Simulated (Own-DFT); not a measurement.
# A layer strained by its substrate: wurtzite GaN, 72 atoms (Ga36N36)

Calculated, not measured: single-point runs of Own-DFT, a retired in-house plane-wave DFT program that no person has reviewed, on unrelaxed cells, without spin or spin-orbit coupling.

Common settings: PBE; PseudoDojo norm-conserving scalar-relativistic files (stringent for Ga); cutoff 96 hartree; 4 x 4 x 3 k mesh centred on Gamma; Gaussian smearing of 0.01 eV.

Limits: forces not confirmed at this smearing and k mesh; stress not checked against mesh or cutoff.

Unstrained cell vectors in Å: (9.567, 0.000, 0.000); (-4.784, 8.285, 0.000); (0.000, 0.000, 10.370). The unstrained cell has measured lattice constants (interpolated for alloys), not those of this functional. That, the random moves and any unrelaxed bonds set the pressure at no strain. Each run strains x and y alike by e, as a substrate would, and holds the height along z. Random moves of width 0.05 Å per axis were added to every atom. Stress is positive in tension.

| e (%) | u (Å) | (s_xx + s_yy)/2 (GPa) | s_zz (GPa) |
|---|---|---|---|
| -3.00 | 0.045 | -25.01 | -12.59 |
| -2.25 | 0.050 | ? | ? |
| -1.25 | 0.048 | -14.49 | -8.64 |
| -0.50 | 0.048 | -9.83 | -7.36 |
| 0.75 | 0.049 | -3.89 | -4.75 |
| 1.00 | 0.047 | -0.81 | -8.03 |
| 1.25 | 0.050 | -0.59 | -5.95 |
| 1.75 | 0.050 | 0.78 | -3.68 |
| 2.75 | 0.049 | 5.45 | -2.72 |
| 3.00 | 0.047 | 6.82 | -2.32 |

## Worked fit

With e as a fraction, the in-plane stress is -7.1 + 530 e - 2362 e² GPa (errors 12 and 641, scatter 0.67), and s_zz is -7.3 + 161 e GPa (slope ± 21, scatter 1.17). At e = 0 the first slope is C11 + C12 and the second 2 C13, both with the ions held to the strained lattice and at the cell's own pressure. The term in e² is negative: the layer stiffens under compression and softens under tension. A free layer would change its height as e changes, and the in-plane slope would drop by 2 C13²/C33 to the biaxial modulus. At fixed height, a misfit of 1 % moves the in-plane stress by about 5.3 GPa and s_zz by 1.6 GPa.

## Withheld run

Question: what are the two stresses at e = -2.25 %?

The fitted form gives -20.2 and -10.9 GPa. The calculation gave -18.45 and -13.11 GPa.
